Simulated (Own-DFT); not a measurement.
Simulation results for AlGa₃N₄ (wurtzite random alloy, atoms displaced)

A calculation, not a measurement: plane-wave PBE density functional theory by an unreviewed code, no spin, of a simulated periodic cell, stress positive in tension, free energy of the whole cell less one offset for each atom, forces on such cells passed a denser k mesh, this cell's mesh not checked; offsets are fitted by least squares, one for each functional and potential file, so energies compare only between cells with the same atoms and settings and are not formation energies; the far tail of each file's local potential was reset to the Coulomb form; each entry is a single point on an unrelaxed cell, so the pressure reflects the starting lattice, mostly measured values, from which strain is counted, and rises with the displacements; printed positions are rounded, which can move forces by about a meV/angstrom; the program is a retired in-house code; no spin-orbit coupling. Program: Own-DFT development build.

Settings shared by all entries: functional PBE; potential files PseudoDojo norm-conserving, scalar-relativistic, standard set; wave cutoff 42 hartree; occupations Fermi-Dirac; smearing width 0.1 eV; k mesh 4 x 4 x 3 centred on Gamma.

(1) AlGa₃N₄ (wurtzite random alloy, atoms displaced)

```
cell vectors (Å)
   9.5092     0.0000     0.0000
  -4.7546     8.2353     0.0000
   0.0000     0.0000    10.2685
atoms (fractions of the cell vectors)
Ga  0.11004  0.22314  0.99753
Al  0.21649  0.10946  0.25501
N   0.11690  0.22650  0.18128
N   0.21859  0.10425  0.43798
Ga  0.11195  0.22396  0.49975
Ga  0.21909  0.11632  0.75347
N   0.11202  0.22031  0.69411
N   0.22113  0.10813  0.93729
Ga  0.11619  0.56106  0.00239
Ga  0.21975  0.44242  0.24960
N   0.11210  0.55999  0.19416
N   0.22464  0.44119  0.43906
Ga  0.10758  0.54876  0.50064
Ga  0.21353  0.43766  0.75131
N   0.10686  0.55166  0.68263
N   0.22811  0.45177  0.93639
Ga  0.11338  0.88651  0.00469
Ga  0.22112  0.77214  0.25031
N   0.11305  0.88803  0.19026
N   0.22468  0.78046  0.44065
Al  0.11637  0.89231  0.50173
Ga  0.22828  0.78172  0.74558
N   0.11565  0.88705  0.68794
N   0.21862  0.77697  0.93759
Ga  0.44251  0.21851  0.99818
Ga  0.55666  0.10966  0.24986
N   0.44709  0.22311  0.19006
N   0.55735  0.11196  0.43425
Ga  0.44625  0.22869  0.49424
Ga  0.55329  0.10811  0.75117
N   0.44548  0.21778  0.68389
N   0.55736  0.11646  0.93796
Al  0.44162  0.55268  0.00104
Ga  0.55894  0.43939  0.25082
N   0.44845  0.55540  0.18878
N   0.55522  0.44667  0.43923
Ga  0.44394  0.55856  0.49965
Ga  0.55815  0.44472  0.74958
N   0.44314  0.55596  0.69212
N   0.55295  0.44235  0.93599
Ga  0.44797  0.89651  0.00219
Al  0.56469  0.78307  0.24637
N   0.44269  0.88666  0.18769
N   0.55832  0.77539  0.43952
Al  0.44404  0.89105  0.49791
Ga  0.55928  0.77600  0.75035
N   0.44635  0.88746  0.68759
N   0.55900  0.78151  0.93916
Ga  0.77720  0.22365  0.99998
Ga  0.89055  0.10938  0.25255
N   0.78377  0.22770  0.18664
N   0.89502  0.11165  0.43834
Al  0.78311  0.22618  0.49789
Ga  0.89318  0.11698  0.74788
N   0.77139  0.21742  0.68768
N   0.88548  0.10935  0.93745
Ga  0.77434  0.55002  0.00641
Ga  0.88603  0.44304  0.24900
N   0.77439  0.55566  0.18863
N   0.88854  0.44582  0.43824
Al  0.77981  0.55133  0.49689
Al  0.88721  0.44704  0.74518
N   0.78545  0.56136  0.68920
N   0.88961  0.44791  0.93880
Ga  0.77951  0.89206  0.00148
Ga  0.89478  0.78165  0.24949
N   0.77658  0.89237  0.19175
N   0.88798  0.78205  0.44282
Al  0.77526  0.88056  0.50445
Ga  0.89519  0.78121  0.75207
N   0.77380  0.88474  0.68503
N   0.88089  0.76997  0.93557
```

```
free energy of cell above offsets : 3.951 eV
pressure                          : 6.13 GPa
stress xx                         : -5.3 GPa
stress yy                         : -5.61 GPa
stress zz                         : -7.49 GPa
stress yz                         : -0.01 GPa
stress xz                         : 0.13 GPa
stress xy                         : 0 GPa
```

Force:
```tsv
element	x (eV/Å)	y (eV/Å)	z (eV/Å)
Ga	0.121	0.153	-0.458
Al	0.918	0.35	-1.07
N	0.202	-1.202	1.587
N	-0.131	0.445	-0.345
Ga	0.626	-0.605	0.418
Ga	2.103	-1.236	-0.714
N	-0.671	0.325	-1.366
N	-0.344	0.036	0.697
Ga	-0.455	-0.647	-0.231
Ga	0.771	0.625	-0.09
N	0.025	-1.374	-0.788
N	-0.634	0.241	-0.215
Ga	0.44	1.089	-0.784
Ga	0.582	1.613	-0.327
N	-0.413	-0.249	1.544
N	0.014	-0.513	0.909
Ga	-1.099	-0.125	-1.044
Ga	0.109	1.395	0.861
N	-0.046	1.125	0.464
N	-0.075	0.088	0.377
Al	-0.488	-0.919	0.033
Ga	-0.16	-0.878	0.489
N	-0.711	0.978	-0.731
N	0.933	0.551	-0.091
Ga	-0.439	0.807	0.473
Ga	-0.013	0.109	-0.431
N	-1.113	-1.284	0.032
N	0.876	-0.144	1.325
Ga	0.286	-1.114	0.595
Ga	-0.097	-0.069	-0.509
N	-0.82	0.579	0.399
N	0.198	-0.549	0.152
Al	0.741	0.751	-0.194
Ga	-1.316	0.606	0.042
N	-0.373	0.845	-0.467
N	1.158	0.638	0.169
Ga	0.38	-0.147	0.564
Ga	0.042	-0.08	-0.465
N	-0.116	-0.759	-0.538
N	-0.649	0.286	0.975
Ga	0.092	-0.972	-0.792
Al	-1.226	-1.316	0.751
N	1.103	-0.155	0.664
N	-0.672	1.646	-0.865
Al	0.719	-0.155	0.102
Ga	-0.65	0.127	0.298
N	0.241	0.091	-0.99
N	-0.512	-1.069	0.664
Ga	0.381	0.442	-0.406
Ga	0.03	0.929	-0.491
N	-0.104	-0.997	0.426
N	-1.564	-0.542	1.036
Al	-0.427	-0.995	0.119
Ga	-0.999	-1.421	0.11
N	0.733	1.749	-0.875
N	0.335	0.628	-0.065
Ga	-0.353	0.358	-1.622
Ga	0.196	0.559	0.019
N	0.872	0.503	0.866
N	-0.416	-0.873	0.242
Al	-0.954	1.242	0.753
Al	0.243	-0.397	0.773
N	-0.017	-1.101	-1.274
N	0.583	-0.317	-0.99
Ga	0.209	-0.704	-0.354
Ga	-0.842	-0.432	0.743
N	0.587	-0.402	-0.341
N	1.269	-0.879	0.023
Al	-0.386	0.874	-0.748
Ga	-0.375	-0.08	-0.612
N	0.98	0.986	0.115
N	0.56	0.932	1.478
```

(2) AlGa₃N₄ (wurtzite random alloy, atoms displaced)

```
cell vectors (Å)
   9.5092     0.0000     0.0000
  -4.7546     8.2353     0.0000
   0.0000     0.0000    10.2685
atoms (fractions of the cell vectors)
Al  0.10992  0.22078  0.00115
Al  0.22060  0.11148  0.25409
N   0.11211  0.22059  0.19154
N   0.22208  0.10448  0.43812
Ga  0.10498  0.21949  0.49815
Ga  0.22307  0.11469  0.75020
N   0.10432  0.21590  0.69095
N   0.22272  0.11338  0.94127
Ga  0.11404  0.55065  0.99812
Ga  0.22303  0.44357  0.24898
N   0.11166  0.55127  0.18568
N   0.22163  0.44428  0.43819
Ga  0.11101  0.55658  0.50015
Ga  0.22058  0.44053  0.74591
N   0.11548  0.55765  0.68949
N   0.22340  0.44462  0.94173
Al  0.11505  0.88748  0.00096
Ga  0.21700  0.77559  0.25319
N   0.10665  0.88776  0.19117
N   0.22369  0.77800  0.43792
Al  0.11376  0.89430  0.50356
Ga  0.21976  0.77938  0.75016
N   0.11045  0.88988  0.68685
N   0.22289  0.78046  0.93720
Ga  0.45135  0.22572  0.99621
Ga  0.55133  0.10863  0.25551
N   0.44995  0.22447  0.19371
N   0.55944  0.11741  0.43634
Ga  0.43990  0.21188  0.49839
Al  0.55255  0.10819  0.75062
N   0.44834  0.22310  0.68747
N   0.56055  0.11781  0.93855
Ga  0.44387  0.55549  0.00035
Ga  0.56200  0.44941  0.24749
N   0.44986  0.55379  0.18537
N   0.55746  0.44695  0.44009
Ga  0.44753  0.55483  0.50339
Ga  0.55726  0.44521  0.75420
N   0.43891  0.55586  0.69208
N   0.55166  0.43808  0.94256
Ga  0.44900  0.88967  0.00330
Ga  0.55161  0.77731  0.25318
N   0.44880  0.89319  0.18975
N   0.55414  0.77839  0.43511
Ga  0.44439  0.89027  0.50005
Ga  0.55909  0.78045  0.75340
N   0.44904  0.89175  0.68512
N   0.55195  0.77543  0.93939
Ga  0.77373  0.21641  0.00013
Ga  0.89218  0.10971  0.24807
N   0.77423  0.21936  0.18933
N   0.88653  0.11204  0.43647
Ga  0.77512  0.21758  0.50257
Al  0.89279  0.11027  0.74884
N   0.77642  0.22529  0.69088
N   0.88602  0.10803  0.94170
Ga  0.78147  0.55357  0.99874
Al  0.88453  0.44653  0.25078
N   0.78414  0.55662  0.19212
N   0.88799  0.44313  0.43735
Al  0.77670  0.56198  0.49651
Ga  0.88029  0.43454  0.75047
N   0.77543  0.55828  0.68827
N   0.88774  0.43953  0.93376
Ga  0.77599  0.88916  0.00739
Ga  0.88579  0.77720  0.25479
N   0.78436  0.89460  0.18848
N   0.88761  0.77006  0.43913
Ga  0.76978  0.88296  0.50223
Al  0.88632  0.77673  0.75030
N   0.78152  0.89538  0.68576
N   0.87987  0.76952  0.93792
```

```
free energy of cell above offsets : 3.965 eV
pressure                          : 6.24 GPa
stress xx                         : -5.2 GPa
stress yy                         : -5.87 GPa
stress zz                         : -7.65 GPa
stress yz                         : -0.29 GPa
stress xz                         : -0.21 GPa
stress xy                         : 0.63 GPa
```

Force:
```tsv
element	x (eV/Å)	y (eV/Å)	z (eV/Å)
Al	0.082	0.075	0.137
Al	0.755	-0.034	-0.989
N	0.933	-0.214	-0.953
N	-1.009	-0.022	-0.227
Ga	0.624	0.26	0.06
Ga	0.542	-0.372	0.301
N	-0.041	0.386	-0.473
N	-0.477	-0.793	0.322
Ga	-1.123	0.704	-0.092
Ga	0.267	0.111	0.107
N	-1.209	0.139	0.755
N	0.412	-0.103	0.295
Ga	-0.197	-0.311	0.04
Ga	-0.551	0.231	0.919
N	-0.845	-0.44	0.002
N	0.355	-1.631	-0.606
Al	-1.023	0.16	0.054
Ga	0.446	-0.039	-0.928
N	0.477	1.048	-0.821
N	-1.033	0.726	0.874
Al	-0.016	-1.4	-0.629
Ga	0.681	-0.158	-0.219
N	-0.939	-0.219	-0.053
N	-0.161	0.088	0.774
Ga	-0.887	-1.216	1.606
Ga	0.681	0.701	-1.271
N	-1.649	-0.594	-0.452
N	0.162	-1.258	1.121
Ga	-0.103	1.883	0.291
Al	0.303	0.399	-0.08
N	0.051	-0.622	0.569
N	-0.324	-1.558	-1.393
Ga	0.284	-0.304	-0.222
Ga	-0.032	-0.774	0.673
N	-0.871	0.647	0.681
N	0.533	-0.25	0.041
Ga	-0.627	-0.19	-0.337
Ga	-0.335	0.013	-0.573
N	1.261	0.211	-0.116
N	0.258	1.673	-0.505
Ga	-0.917	0.34	-0.416
Ga	0.713	-0.046	-1.167
N	-0.69	-0.947	0.145
N	-0.09	-0.304	1.08
Ga	0.089	0.069	-0.353
Ga	-0.349	-0.116	-0.477
N	-0.402	0.526	1.079
N	0.572	0.404	0.215
Ga	0.528	0.877	0.62
Ga	-1.072	0.935	0.242
N	0.29	1.076	0.354
N	0.276	-0.972	0.405
Ga	0.025	1.144	-0.287
Al	-1.398	0.074	0.758
N	0.523	-2.645	0.112
N	1.232	0.502	-1.219
Ga	-0.256	-0.377	0.366
Al	1.516	-1.112	0.05
N	-0.09	0.03	-0.636
N	-0.911	0.575	-0.131
Al	0.798	-1.94	0.882
Ga	0.339	2.233	-0.587
N	0.394	0.683	-0.675
N	0.23	0.209	1.094
Ga	0.39	-0.525	-1.33
Ga	0.327	0.128	-0.741
N	-0.719	-1.342	0.993
N	0.216	1.638	1.038
Ga	0.843	0.69	-0.892
Al	0.16	0.049	-0.038
N	0.621	-0.464	1.339
N	1.159	1.653	-0.505
```

(3) AlGa₃N₄ (wurtzite random alloy, atoms displaced)

```
cell vectors (Å)
   9.5092     0.0000     0.0000
  -4.7546     8.2353     0.0000
   0.0000     0.0000    10.2685
atoms (fractions of the cell vectors)
Ga  0.11350  0.22068  0.00064
Al  0.22534  0.10961  0.24380
N   0.11175  0.22499  0.19149
N   0.21894  0.10967  0.44249
Ga  0.11622  0.22814  0.50204
Ga  0.21869  0.10421  0.75212
N   0.11615  0.22776  0.68923
N   0.22569  0.11170  0.93902
Al  0.11118  0.55670  0.00139
Ga  0.22241  0.44185  0.25511
N   0.11455  0.55562  0.18688
N   0.22637  0.44436  0.44190
Ga  0.10513  0.55554  0.50002
Ga  0.22282  0.43998  0.75106
N   0.10931  0.55642  0.68851
N   0.22408  0.44743  0.93746
Al  0.11103  0.89303  0.00418
Al  0.21948  0.77616  0.25041
N   0.10513  0.88328  0.18804
N   0.23084  0.78017  0.44111
Ga  0.10963  0.88745  0.50229
Ga  0.22348  0.77934  0.74920
N   0.11087  0.88564  0.69618
N   0.22723  0.78295  0.93995
Ga  0.43971  0.22084  0.00035
Ga  0.55767  0.11139  0.25154
N   0.44275  0.22115  0.18555
N   0.55232  0.11220  0.43963
Al  0.44249  0.21928  0.50352
Ga  0.55268  0.10852  0.74921
N   0.44039  0.21806  0.68618
N   0.55382  0.11232  0.94283
Ga  0.44357  0.55292  0.00035
Ga  0.54873  0.44140  0.24871
N   0.44595  0.55177  0.19078
N   0.55301  0.44642  0.44250
Ga  0.44323  0.55891  0.49958
Ga  0.56008  0.44745  0.74809
N   0.44389  0.55195  0.68472
N   0.55702  0.44846  0.93981
Ga  0.44533  0.88619  0.99682
Ga  0.55591  0.78287  0.24944
N   0.44534  0.88650  0.18987
N   0.56018  0.78335  0.43568
Al  0.44367  0.88820  0.50087
Al  0.55514  0.77324  0.74740
N   0.44503  0.88672  0.69254
N   0.55673  0.77930  0.94036
Ga  0.77443  0.21340  0.00550
Ga  0.88817  0.11055  0.24992
N   0.77155  0.21660  0.19193
N   0.89122  0.11113  0.43506
Al  0.77567  0.22289  0.49926
Ga  0.88964  0.11209  0.75180
N   0.77965  0.22622  0.69040
N   0.88583  0.11106  0.94146
Ga  0.78616  0.56599  0.99617
Ga  0.89037  0.44161  0.25169
N   0.78127  0.56225  0.19169
N   0.89461  0.45097  0.43642
Ga  0.77683  0.55543  0.49681
Ga  0.88657  0.44778  0.74913
N   0.77950  0.55675  0.68963
N   0.88591  0.44627  0.93848
Ga  0.77903  0.89073  0.99733
Ga  0.88530  0.77621  0.24812
N   0.77982  0.89231  0.19334
N   0.89224  0.78312  0.43728
Ga  0.78346  0.89403  0.50410
Al  0.89141  0.77645  0.74598
N   0.77379  0.89217  0.68821
N   0.88212  0.77195  0.94094
```

```
free energy of cell above offsets : 4.250 eV
pressure                          : 6.27 GPa
stress xx                         : -6.3 GPa
stress yy                         : -6.16 GPa
stress zz                         : -6.35 GPa
stress yz                         : -0.37 GPa
stress xz                         : -0.18 GPa
stress xy                         : -0.07 GPa
```

Force:
```tsv
element	x (eV/Å)	y (eV/Å)	z (eV/Å)
Ga	-0.633	0.723	0.15
Al	-0.878	-0.194	1.282
N	1.084	-1.086	-0.33
N	1.316	0.452	-1.271
Ga	-0.309	-0.937	-0.334
Ga	0.02	1.15	-0.445
N	-0.233	-1.654	0.351
N	-1.096	-1.317	0.425
Al	-0.093	0.027	-0.62
Ga	0.094	0.655	-0.508
N	-0.273	0.584	0.029
N	-1.243	0.495	-0.252
Ga	1.652	0.458	0.386
Ga	-0.484	1.329	-0.09
N	0.4	-0.151	0.129
N	-0.971	-0.178	0.696
Al	0.4	-0.962	-0.804
Al	0.531	0.09	-0.086
N	1.386	1.273	-0.118
N	-0.679	0.03	-0.914
Ga	0.481	0.257	-0.217
Ga	0.539	-0.736	0.667
N	-1.273	-0.306	-0.825
N	-1.673	-1.004	0.578
Ga	1.296	1.022	-0.382
Ga	-1.066	-0.655	-0.053
N	-0.381	-0.626	0.979
N	0.49	0.029	1.108
Al	-0.551	0.434	-0.75
Ga	0.328	0.474	0.567
N	0.175	0.342	0.064
N	0.221	-0.213	-0.633
Ga	-0.026	0.559	0.277
Ga	1.457	0.314	0.612
N	-1.139	0.889	-0.321
N	0.489	-1.41	-0.226
Ga	0.615	0.526	-0.312
Ga	-0.549	-0.819	0.405
N	-0.053	1.304	1.097
N	0.385	-0.577	-0.396
Ga	-0.221	0.578	0.696
Ga	0.783	-0.936	0.003
N	-1.752	0.102	-0.08
N	-0.808	0.201	1.266
Al	0.756	0.324	0.095
Al	-0.427	0.109	0.522
N	0.811	-0.445	-1.265
N	0.371	-0.545	-1.484
Ga	-0.991	1.525	-0.677
Ga	0.358	0.108	0.133
N	0.776	0.921	-0.04
N	-1.069	1.223	1.412
Al	0.504	-0.069	0.072
Ga	-0.179	0.548	-0.221
N	-0.137	-0.487	-1.322
N	1.115	0.123	-0.403
Ga	-0.566	-2.693	1.534
Ga	-0.516	0.607	-1.062
N	-0.008	-1.785	-0.489
N	-0.895	-1.971	0.637
Ga	-0.331	0.438	0.01
Ga	0.901	-0.451	0.637
N	-0.336	1.238	-0.529
N	1.537	-0.184	0.667
Ga	-0.243	-0.549	0.95
Ga	-0.168	0.585	0.617
N	-0.174	-0.363	-1.246
N	-0.001	-0.71	0.649
Ga	-0.447	-0.244	-1.138
Al	-0.911	0.132	0.784
N	1.136	-1.22	1.239
N	1.374	3.304	-1.882
```
